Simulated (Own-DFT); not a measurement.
## Calculated data, GaP (zincblende, strained, atoms displaced)

Computed with Own-DFT development build. A calculation, not a measurement: plane-wave PBE density functional theory by an unreviewed code, no spin, of a simulated periodic cell, stress positive in tension, free energy of the whole cell less one offset for each atom, forces on such cells passed a denser k mesh, this cell's mesh not checked; offsets are fitted by least squares, one for each functional and potential file, so energies compare only between cells with the same atoms and settings and are not formation energies; the far tail of each file's local potential was reset to the Coulomb form; each entry is a single point on an unrelaxed cell, so the pressure reflects the starting lattice, mostly measured values (interpolated for alloys), from which strain is counted, and rises with the displacements; printed positions are rounded, which can move forces by about a meV/angstrom; the program, named Own-DFT, is a retired in-house code; no spin-orbit coupling.

Common to all runs: functional PBE; potential files PseudoDojo norm-conserving, scalar-relativistic, standard set; wave cutoff 42 hartree; occupations Fermi-Dirac; smearing width 0.1 eV; hardware one NVIDIA H100; k mesh 3 x 3 x 3 centred on Gamma.

(1) GaP (zincblende, strained, atoms displaced)

```
cell vectors (Å)
  10.8620     0.0000     0.0000
   0.0000    10.8620     0.0000
   0.0000     0.0000    10.9361
atoms (fractions of the cell vectors)
Ga  0.99701  0.00538  0.98633
Ga  0.99633  0.24881  0.25373
Ga  0.24775  0.99784  0.25177
Ga  0.25614  0.25890  0.00347
P   0.12368  0.10560  0.12254
P   0.12040  0.37743  0.37711
P   0.38377  0.12492  0.37247
P   0.38424  0.38018  0.14611
Ga  0.00455  0.99527  0.49636
Ga  0.00238  0.27134  0.75212
Ga  0.24206  0.00167  0.74022
Ga  0.23114  0.24281  0.49105
P   0.12739  0.12926  0.60848
P   0.13081  0.37015  0.88339
P   0.38677  0.12897  0.86902
P   0.36723  0.37515  0.62182
Ga  0.00168  0.51175  0.00475
Ga  0.00599  0.75091  0.25336
Ga  0.25757  0.51139  0.23870
Ga  0.25081  0.75783  0.99894
P   0.12912  0.62435  0.13347
P   0.12756  0.87763  0.37539
P   0.38103  0.62826  0.36924
P   0.37453  0.87387  0.13110
Ga  0.99723  0.49767  0.49898
Ga  0.99597  0.75238  0.75023
Ga  0.23917  0.49873  0.75286
Ga  0.25779  0.76411  0.49343
P   0.11421  0.62930  0.62081
P   0.13048  0.85804  0.87595
P   0.37127  0.61698  0.86842
P   0.38412  0.87265  0.63960
Ga  0.49625  0.00998  0.99836
Ga  0.50656  0.25217  0.25538
Ga  0.75801  0.00298  0.25695
Ga  0.75442  0.25451  0.98927
P   0.63131  0.11754  0.12914
P   0.61982  0.37846  0.37362
P   0.86573  0.11677  0.38135
P   0.87577  0.38394  0.13574
Ga  0.49402  0.01365  0.49844
Ga  0.49393  0.23939  0.74538
Ga  0.73776  0.00582  0.75918
Ga  0.75032  0.25262  0.50240
P   0.62904  0.12542  0.61944
P   0.62278  0.37551  0.85857
P   0.86779  0.12161  0.86994
P   0.88048  0.38187  0.63107
Ga  0.50844  0.50852  0.00577
Ga  0.50064  0.74194  0.24406
Ga  0.75134  0.48590  0.25968
Ga  0.76007  0.74693  0.99271
P   0.63360  0.62986  0.11532
P   0.62152  0.87902  0.37106
P   0.86793  0.62339  0.37878
P   0.87021  0.85296  0.11735
Ga  0.51297  0.48839  0.49747
Ga  0.49372  0.74535  0.74750
Ga  0.74524  0.49636  0.73556
Ga  0.74509  0.74855  0.49987
P   0.63039  0.63115  0.63142
P   0.61932  0.87298  0.86894
P   0.87816  0.62861  0.87721
P   0.85919  0.86984  0.62660
```

Results for GaP (zincblende, strained, atoms displaced): free energy of cell above offsets -29.248 eV; pressure 4.43 GPa; stress xx -4.73 GPa; stress yy -4.35 GPa; stress zz -4.2 GPa; stress yz 0.48 GPa; stress xz -0.75 GPa; stress xy 0.4 GPa; wall time 553.3 s.

Force:
| element | x (eV/Å) | y (eV/Å) | z (eV/Å) |
| --- | --- | --- | --- |
| Ga | 0.077 | -1.938 | 0.616 |
| Ga | 0.182 | -0.653 | -0.171 |
| Ga | 0.931 | 0.085 | -0.028 |
| Ga | 0.88 | -1.391 | 1.005 |
| P | -0.08 | 2.321 | -0.086 |
| P | 0.376 | 0.288 | -1.264 |
| P | -2.192 | 0.81 | -0.513 |
| P | -0.089 | -0.424 | -2.444 |
| Ga | -1.428 | -0.169 | 0.891 |
| Ga | 0.142 | -2.312 | 0.155 |
| Ga | 0.523 | -0.267 | 0.995 |
| Ga | 3.09 | 1.741 | -1.155 |
| P | -2.009 | -1.303 | 2.874 |
| P | -0.933 | 1.229 | 0.194 |
| P | -2.817 | -0.726 | 1.108 |
| P | 0.046 | -0.508 | -0.252 |
| Ga | -0.027 | -0.725 | 0.138 |
| Ga | -0.904 | -0.478 | -0.018 |
| Ga | -0.19 | -0.761 | 2.101 |
| Ga | 1.281 | -1.609 | 1.064 |
| P | -0.387 | 1.108 | -1.397 |
| P | -0.26 | -0.162 | -0.201 |
| P | -0.243 | -0.591 | 1.257 |
| P | 0.213 | 0.397 | -0.889 |
| Ga | -0.005 | 0.718 | -0.087 |
| Ga | -0.275 | -0.077 | -0.494 |
| Ga | 0.22 | 0.271 | -1.098 |
| Ga | 0.317 | -1.203 | 1.072 |
| P | 1.209 | -0.011 | -0.071 |
| P | -1.389 | 2.797 | -1.367 |
| P | 0.146 | 0.564 | 1.233 |
| P | -1.359 | 1.639 | -2.453 |
| Ga | 0.573 | -1.383 | 0.683 |
| Ga | 0.253 | -1.268 | -0.645 |
| Ga | -0.868 | -1.976 | -1.479 |
| Ga | -0.654 | 0.384 | 1.11 |
| P | -0.091 | 1.36 | -0.633 |
| P | 1.616 | -1.626 | 0.194 |
| P | 1.783 | 1.461 | 0.361 |
| P | 0.535 | -1.327 | -1.839 |
| Ga | 1.061 | -2.048 | 0.847 |
| Ga | 1.074 | 1.858 | -1.563 |
| Ga | 0.155 | -0.906 | -1.371 |
| Ga | 0.223 | 0.316 | 0.033 |
| P | -0.542 | 0.272 | 0.478 |
| P | -0.232 | -0.187 | 1.279 |
| P | 1.317 | 1.263 | -0.325 |
| P | -0.662 | -0.533 | -1.438 |
| Ga | -0.676 | -1.049 | -1.021 |
| Ga | 0.891 | 0.89 | -0.165 |
| Ga | -0.304 | 2.173 | -0.653 |
| Ga | -2.094 | 0.078 | -0.911 |
| P | 0.249 | -0.532 | 1.363 |
| P | -0.195 | -0.392 | 0.377 |
| P | 0.617 | 0.031 | -0.34 |
| P | 1.745 | 3.154 | 1.746 |
| Ga | -2.065 | 2.123 | 1.82 |
| Ga | 0.894 | -0.905 | 1.205 |
| Ga | 0.51 | 0.683 | 1.703 |
| Ga | -0.375 | 0.445 | -0.687 |
| P | -1.11 | -0.622 | -1.236 |
| P | -0.102 | -0.202 | 1.268 |
| P | -0.015 | -1.484 | -1.289 |
| P | 1.444 | 1.294 | 0.413 |

(2) GaP (zincblende, strained, atoms displaced)

```
cell vectors (Å)
  10.8620     0.0000     0.0000
   0.0000    10.8620     0.0000
   0.0000     0.0000    10.9361
atoms (fractions of the cell vectors)
Ga  0.99449  0.99635  0.99618
Ga  0.99069  0.25713  0.25144
Ga  0.26204  0.01038  0.25323
Ga  0.25659  0.24242  0.01670
P   0.13421  0.12187  0.11692
P   0.13126  0.37656  0.36424
P   0.38527  0.12907  0.36409
P   0.37099  0.36373  0.12726
Ga  0.99420  0.99864  0.48859
Ga  0.00984  0.24898  0.76224
Ga  0.25028  0.00100  0.74328
Ga  0.24620  0.25106  0.51255
P   0.12535  0.11922  0.61760
P   0.12125  0.39292  0.87848
P   0.36148  0.13260  0.87477
P   0.38329  0.38108  0.62148
Ga  0.00550  0.50470  0.00050
Ga  0.00457  0.75389  0.24505
Ga  0.24583  0.50875  0.24743
Ga  0.23792  0.75572  0.00492
P   0.13425  0.61546  0.12893
P   0.12355  0.88078  0.37959
P   0.36621  0.62805  0.37576
P   0.37991  0.85900  0.11957
Ga  0.99490  0.50730  0.50960
Ga  0.98246  0.75338  0.73379
Ga  0.24966  0.49885  0.74121
Ga  0.25619  0.74867  0.49420
P   0.12406  0.61725  0.62395
P   0.11731  0.87965  0.87935
P   0.37564  0.60946  0.87343
P   0.36942  0.89232  0.61995
Ga  0.49037  0.99898  0.00812
Ga  0.50785  0.25731  0.24977
Ga  0.75110  0.99030  0.25180
Ga  0.73966  0.24601  0.99455
P   0.62326  0.12389  0.13133
P   0.61911  0.37249  0.36563
P   0.87366  0.14080  0.37306
P   0.87284  0.37835  0.12583
Ga  0.51259  0.00191  0.49173
Ga  0.50621  0.26149  0.75470
Ga  0.74178  0.99691  0.75296
Ga  0.74205  0.24335  0.50104
P   0.62529  0.12578  0.61707
P   0.62653  0.36697  0.88598
P   0.87179  0.12391  0.87948
P   0.87343  0.37363  0.62758
Ga  0.50316  0.50804  0.01345
Ga  0.48068  0.75999  0.25248
Ga  0.74049  0.50523  0.25233
Ga  0.74297  0.75549  0.00694
P   0.63205  0.63669  0.12545
P   0.61916  0.88715  0.36969
P   0.87605  0.62530  0.36939
P   0.87145  0.87604  0.12208
Ga  0.50123  0.51073  0.50369
Ga  0.51377  0.74202  0.74902
Ga  0.76179  0.50963  0.75155
Ga  0.75101  0.74116  0.49892
P   0.64401  0.62132  0.62292
P   0.63094  0.87759  0.87832
P   0.88790  0.62175  0.88112
P   0.87651  0.87565  0.62586
```

The calculation gives: free energy of cell above offsets -28.664 eV; pressure 4.66 GPa; stress xx -4.75 GPa; stress yy -4.67 GPa; stress zz -4.56 GPa; stress yz 0.83 GPa; stress xz -0.38 GPa; stress xy -0.21 GPa; wall time 552.6 s.

Force:
| element | x (eV/Å) | y (eV/Å) | z (eV/Å) |
| --- | --- | --- | --- |
| Ga | 0.193 | 0.887 | 0.696 |
| Ga | 1.67 | 0.065 | -0.954 |
| Ga | -0.949 | -1.271 | -0.829 |
| Ga | -0.885 | 1.179 | -2.249 |
| P | -2.303 | -0.861 | 1.705 |
| P | -0.84 | -0.07 | 1.734 |
| P | -0.079 | 0.548 | 1.994 |
| P | 1.283 | 2.526 | 0.864 |
| Ga | -0.386 | 0.866 | 0.675 |
| Ga | -0.527 | 0.12 | -0.662 |
| Ga | -0.881 | 0.405 | 1.389 |
| Ga | 0.852 | 0.404 | -1.83 |
| P | -0.966 | 0.301 | 0.926 |
| P | 1.626 | -2.294 | -0.412 |
| P | 1.58 | -0.659 | -0.568 |
| P | -0.521 | -0.578 | 0.341 |
| Ga | -0.605 | -0.513 | 1.381 |
| Ga | 0.024 | -0.18 | 0.234 |
| Ga | 1.705 | -2.268 | 1.014 |
| Ga | 0.561 | -0.982 | -1.072 |
| P | -1.946 | 2.323 | -1.315 |
| P | 0.897 | -0.607 | -1.308 |
| P | 1.543 | -0.662 | -0.457 |
| P | -2.003 | 2.285 | -0.714 |
| Ga | -0.071 | -1.375 | -1.546 |
| Ga | 2.657 | -1.717 | 2.337 |
| Ga | 0.202 | -0.354 | 0.704 |
| Ga | -1.47 | 1.133 | 1.572 |
| P | 0.377 | 2.077 | -0.005 |
| P | 0.451 | -0.925 | -1.704 |
| P | 0.088 | 1.788 | 0.085 |
| P | 1.863 | -2.244 | -0.539 |
| Ga | 0.508 | 0.707 | -0.941 |
| Ga | -1.235 | -1.086 | -1.12 |
| Ga | 0.495 | 1.753 | -0.318 |
| Ga | 1.544 | -0.776 | 1.727 |
| P | 0.254 | -0.477 | -0.575 |
| P | 0.983 | 1.597 | 2.249 |
| P | -0.494 | -2.143 | 0.168 |
| P | -0.609 | 0.22 | -0.728 |
| Ga | -2.084 | 1.036 | 0.81 |
| Ga | -0.738 | -1.076 | -0.358 |
| Ga | 1.051 | 0.855 | -0.676 |
| Ga | 0.846 | 1.781 | -0.422 |
| P | -0.625 | -0.347 | 1.91 |
| P | -0.445 | 2.808 | -1.183 |
| P | 0.05 | 0.057 | -0.74 |
| P | 0.113 | -0.552 | -0.016 |
| Ga | -0.352 | -1.177 | -0.502 |
| Ga | 2.434 | -1.472 | 1.31 |
| Ga | 0.925 | -0.419 | -0.356 |
| Ga | 1.558 | -0.178 | -1.455 |
| P | -1.808 | -0.678 | 1.425 |
| P | 0.785 | -2.956 | 0.134 |
| P | 0.177 | 0.147 | 0.227 |
| P | 0.755 | -0.232 | 0.487 |
| Ga | 0.37 | -0.5 | -0.894 |
| Ga | -1.175 | 0.546 | 0.186 |
| Ga | 0.046 | -1.702 | 1.07 |
| Ga | 0.57 | 1.724 | -1.157 |
| P | -1.843 | 0.035 | 0.343 |
| P | -1.555 | -0.282 | 0.161 |
| P | -1.645 | 1.863 | -0.458 |
| P | -1.996 | 1.577 | -1.795 |
